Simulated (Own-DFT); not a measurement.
GaN (wurtzite, strained, atoms displaced) (calculated)

A calculation, not a measurement: plane-wave PBE density functional theory by an unreviewed code, no spin, of a simulated periodic cell, stress positive in tension, free energy of the whole cell less one offset for each atom, forces on such cells passed a denser k mesh, this cell's mesh not checked; offsets are fitted by least squares, one for each functional and potential file, so energies compare only between cells with the same atoms and settings and are not formation energies; the far tail of each file's local potential was reset to the Coulomb form; each entry is a single point on an unrelaxed cell, so the pressure reflects the starting lattice, mostly measured values (interpolated for alloys), from which strain is counted, and rises with the displacements; printed positions are rounded, which can move forces by about a meV/angstrom; the program, named Own-DFT, is a retired in-house code; no spin-orbit coupling. Program: Own-DFT development build.

GaN (wurtzite, strained, atoms displaced)

```
GaN
1.0
     12.6880     0.1916    -0.1137
     -4.6336     8.2922     0.0952
     -0.0924     0.0658    10.2313
Ga N Ga N Ga N Ga N Ga N Ga N Ga N Ga N Ga N Ga N Ga N Ga N Ga N Ga N Ga N Ga N Ga N Ga N Ga N Ga N Ga N Ga N Ga N Ga N
2 2 2 2 2 2 2 2 2 2 2 2 2 2 2 2 2 2 2 2 2 2 2 2 2 2 2 2 2 2 2 2 2 2 2 2 2 2 2 2 2 2 2 2 2 2 2 2
Direct
  0.09009 0.21970 0.00037
  0.15771 0.10359 0.24509
  0.08328 0.22549 0.18717
  0.16683 0.11752 0.44777
  0.08177 0.21657 0.49085
  0.16696 0.10511 0.75453
  0.09385 0.23510 0.68393
  0.16141 0.10751 0.93576
  0.07982 0.55511 0.00502
  0.16780 0.44759 0.24788
  0.08366 0.56083 0.18363
  0.16657 0.44246 0.44147
  0.07786 0.55395 0.49736
  0.16088 0.44345 0.75196
  0.08789 0.55485 0.68877
  0.16132 0.43624 0.93062
  0.08241 0.88870 0.99446
  0.16579 0.77467 0.25291
  0.09224 0.89325 0.19324
  0.16477 0.77700 0.44723
  0.08389 0.88911 0.50992
  0.16394 0.77590 0.74972
  0.06990 0.88341 0.69124
  0.16546 0.77284 0.93274
  0.33521 0.22305 0.98939
  0.42380 0.11182 0.24995
  0.32852 0.22871 0.19170
  0.41858 0.11158 0.43816
  0.33617 0.22128 0.49242
  0.42078 0.11710 0.74543
  0.33134 0.21658 0.69388
  0.41644 0.11391 0.93498
  0.33048 0.55030 0.00297
  0.41677 0.44433 0.25176
  0.33330 0.55375 0.18721
  0.41165 0.44167 0.43662
  0.32778 0.55373 0.50750
  0.42808 0.45000 0.74775
  0.32758 0.54924 0.68300
  0.41658 0.43487 0.93747
  0.33089 0.89355 0.00029
  0.41484 0.77661 0.25132
  0.32866 0.88160 0.18245
  0.41273 0.77320 0.43952
  0.33380 0.88841 0.49307
  0.41314 0.77376 0.75620
  0.33875 0.89184 0.68326
  0.41001 0.77468 0.93237
  0.57957 0.22378 0.99938
  0.67460 0.12085 0.25068
  0.58621 0.23064 0.18172
  0.67307 0.11754 0.42694
  0.58553 0.22314 0.50016
  0.66056 0.10751 0.74432
  0.58157 0.22224 0.68530
  0.66695 0.11283 0.93527
  0.58002 0.55516 0.00391
  0.66892 0.44306 0.24116
  0.58029 0.56026 0.18554
  0.66017 0.44228 0.43369
  0.58517 0.56002 0.49552
  0.67050 0.44484 0.75616
  0.58127 0.56047 0.69410
  0.66133 0.43899 0.93453
  0.57853 0.88880 0.99866
  0.67097 0.77602 0.25003
  0.57755 0.88306 0.19090
  0.66928 0.77814 0.43685
  0.58388 0.88528 0.50270
  0.66291 0.77702 0.74690
  0.58611 0.88442 0.69683
  0.67194 0.78648 0.94116
  0.83264 0.23476 0.99656
  0.91490 0.10413 0.25694
  0.83199 0.22492 0.18847
  0.91925 0.11133 0.43635
  0.82872 0.22271 0.49605
  0.92029 0.11290 0.76161
  0.84312 0.23231 0.68894
  0.91691 0.10614 0.94015
  0.83366 0.54771 0.00211
  0.91206 0.45104 0.25272
  0.83473 0.56433 0.18437
  0.91763 0.44881 0.43389
  0.83082 0.55189 0.50464
  0.90841 0.44717 0.74850
  0.84229 0.55501 0.69895
  0.91100 0.44712 0.93680
  0.83362 0.87812 0.00012
  0.92482 0.78148 0.25001
  0.83147 0.88190 0.18409
  0.92278 0.78172 0.43786
  0.84086 0.89704 0.49303
  0.91326 0.77201 0.74768
  0.84017 0.89904 0.68699
  0.91532 0.77208 0.94898
```

- functional: PBE
- potential files: PseudoDojo norm-conserving, scalar-relativistic, standard set
- wave cutoff: 42 hartree
- occupations: Fermi-Dirac
- smearing width: 0.1 eV
- k mesh: 3 x 4 x 3 centred on Gamma
- free energy of cell above offsets: 26.417 eV
- pressure: 9.81 GPa
- stress xx: -9.13 GPa
- stress yy: -5.48 GPa
- stress zz: -14.82 GPa
- stress yz: 1.44 GPa
- stress xz: -1.64 GPa
- stress xy: 5.04 GPa

Force:
```csv
element,x (eV/Å),y (eV/Å),z (eV/Å)
Ga,-2.518,0.526,-0.105
Ga,1.568,1.713,1.511
N,-0.834,-0.236,0.444
N,1.899,-2.109,-1.774
Ga,-0.717,1.924,2.225
Ga,-0.908,0.943,-2.076
N,-0.838,-2.107,0.379
N,1.911,-0.509,0.856
Ga,0.586,-0.359,-2.338
Ga,0.314,-0.418,0.653
N,-0.666,-0.489,1.894
N,-0.947,0.253,-1.244
Ga,1.463,-0.09,0.91
Ga,1.95,-0.602,-1.3
N,-2.961,1.048,-0.558
N,0.173,0.852,2.865
Ga,0.41,-0.473,0.724
Ga,0.764,0.158,0.46
N,-1.509,-0.868,-1.398
N,0.298,0.09,-1.147
Ga,-0.051,0.829,-1.314
Ga,0.8,-0.053,-1.302
N,2.098,0.734,0.766
N,-0.302,0.509,1.287
Ga,-1.068,-0.757,1.877
Ga,-1.636,-0.017,-0.802
N,1.117,-1.288,-0.864
N,0.849,-0.318,-0.385
Ga,-1.236,0.287,1.266
Ga,-0.104,-1.597,0.073
N,-0.149,1.09,-1.121
N,0.68,-0.856,0.253
Ga,-0.216,-0.02,-1.327
Ga,0.014,-0.221,-0.384
N,-0.767,0.56,0.371
N,0.889,0.863,0.947
Ga,0.367,-0.291,-2.019
Ga,-3.164,-1.77,0.192
N,0.937,0.866,3.044
N,-0.598,1.959,-0.162
Ga,0.172,-0.551,-1.251
Ga,0.575,-0.537,-0.32
N,-0.053,1.168,1.534
N,1.049,0.403,-0.069
Ga,-0.304,-0.02,1.117
Ga,0.118,-0.666,-2.633
N,-1.07,0.278,0.503
N,0.585,-0.034,2.592
Ga,0.626,-0.656,-1.123
Ga,-0.803,-1.668,-2.515
N,0.068,-0.888,1.112
N,-1.119,-1.057,3.053
Ga,-0.383,-0.087,-0.846
Ga,1.858,0.247,0.849
N,0.38,1.126,0.077
N,-0.576,0.017,0.208
Ga,0.189,0.696,-1.418
Ga,-0.883,1.112,0.643
N,0.799,-0.59,1.171
N,1.519,0.243,0.374
Ga,-1.079,-0.649,0.56
Ga,-0.547,0.022,-1.664
N,2.562,0.088,-1.723
N,0.517,0.914,1.767
Ga,0.455,0.13,0.22
Ga,-0.949,0.186,-0.734
N,0.456,1.236,-0.129
N,0.243,0.464,0.558
Ga,-0.616,0.153,-0.466
Ga,3.136,0.155,1.51
N,-2.752,1.43,-1.895
N,-0.767,-1.532,-0.473
Ga,1.109,-2.336,0.255
Ga,-0.16,0.567,-2.872
N,0.792,0.709,-0.095
N,-1.076,0.468,0.664
Ga,1.761,0.533,0.978
Ga,0.824,0.557,-2.318
N,-1.62,-1.075,-0.578
N,-0.21,0.566,1.841
Ga,-2.153,1.273,-0.442
Ga,1.491,-0.791,-1.32
N,-0.371,-0.421,0.973
N,-0.69,-0.612,1.183
Ga,-0.431,0.746,-0.713
Ga,6.535,-2.785,1.37
N,-6.132,2.254,-3.01
N,2.111,-0.194,-0.149
Ga,-1.206,1.681,-0.369
Ga,-0.352,0.012,-0.264
N,0.319,0.966,1.607
N,-0.393,-1.025,0.368
Ga,-0.439,-1.053,1.388
Ga,-0.985,0.846,1.415
N,-0.932,-1.176,-0.186
N,0.902,-0.598,-1.692
```
